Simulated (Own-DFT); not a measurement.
# Strain and stress in wurtzite AlGaN with randomly placed atoms, 72 atoms (Al27Ga9N36)

Calculated results; nothing here was measured. The program, named Own-DFT, is a retired in-house plane-wave density functional code that no person has reviewed. Each row is one single-point run on a periodic cell that was not relaxed, without spin or spin-orbit coupling.

Settings of every run: PBE; PseudoDojo norm-conserving scalar-relativistic files (stringent for Ga); cutoff 96 hartree; 4 x 4 x 3 k mesh centred on Gamma; Gaussian smearing of 0.01 eV.

Known limits: forces on such cells passed a denser k mesh, each cell not checked; stress not checked against mesh or cutoff.

Unstrained cell vectors in Å: (9.394, 0.000, 0.000); (-4.697, 8.135, 0.000); (0.000, 0.000, 10.066). The unstrained cell has measured lattice constants (interpolated for alloys), not those of this functional. That, the random moves and any unrelaxed bonds set the pressure at no strain. Each run strains this cell uniformly, with the atoms carried along. Every atom was also moved at random, by a Gaussian of width 0.05 Å on each axis. The random placing of the alloy's atoms differs from row to row. Strain is the symmetric tensor, in per cent. Stress is positive in tension, and the pressure is minus a third of its trace.

| run | e_xx (%) | e_yy (%) | e_zz (%) | s_xx (GPa) | s_yy (GPa) | s_zz (GPa) | P (GPa) | E (meV/atom) |
|---|---|---|---|---|---|---|---|---|
| 1 | -2.75 | -2.75 | 0.00 | -23.49 | -23.17 | -13.48 | 20.05 | 70.2 |
| 2 | 1.75 | 1.75 | 0.00 | 3.66 | 2.96 | -5.11 | -0.50 | 0.0 |
| 3 | -2.50 | -2.50 | 0.00 | -23.26 | -21.65 | -10.84 | 18.58 | 56.0 |
| 4 | -0.75 | -0.75 | 0.00 | -9.34 | -11.84 | -6.88 | 9.36 | 0.7 |
| 5 | 0.25 | 0.25 | 0.00 | -4.16 | -6.23 | -6.61 | 5.67 | 17.0 |
| 6 | -2.25 | -2.25 | 0.00 | -20.70 | -21.19 | -9.68 | 17.19 | 38.8 |
| 7 | -1.75 | -1.75 | 0.00 | -19.85 | -16.56 | -8.34 | 14.92 | 42.9 |
| 8 | -1.25 | -1.25 | 0.00 | -13.28 | -13.56 | -9.99 | 12.28 | 29.0 |
| 9 | 0.50 | 0.50 | 0.00 | ? | ? | ? | ? | ? |

E is the free energy for each atom above the lowest run shown.

## Worked fit

The change of volume is close to e_xx + e_yy + e_zz. A straight line through the runs shown gives P = 6.95 - 230 x (fractional change of volume) GPa, with an error of 7 on the slope and a scatter of 0.60 GPa. The strain isn't the same on all axes and the cell isn't cubic, so the slope belongs to this path and is not the bulk modulus.

## Withheld run

Question: what pressure should run 9 give? Its volume changes by 1.00 %.

The line gives 4.6 GPa. The calculation gave 4.38 GPa.
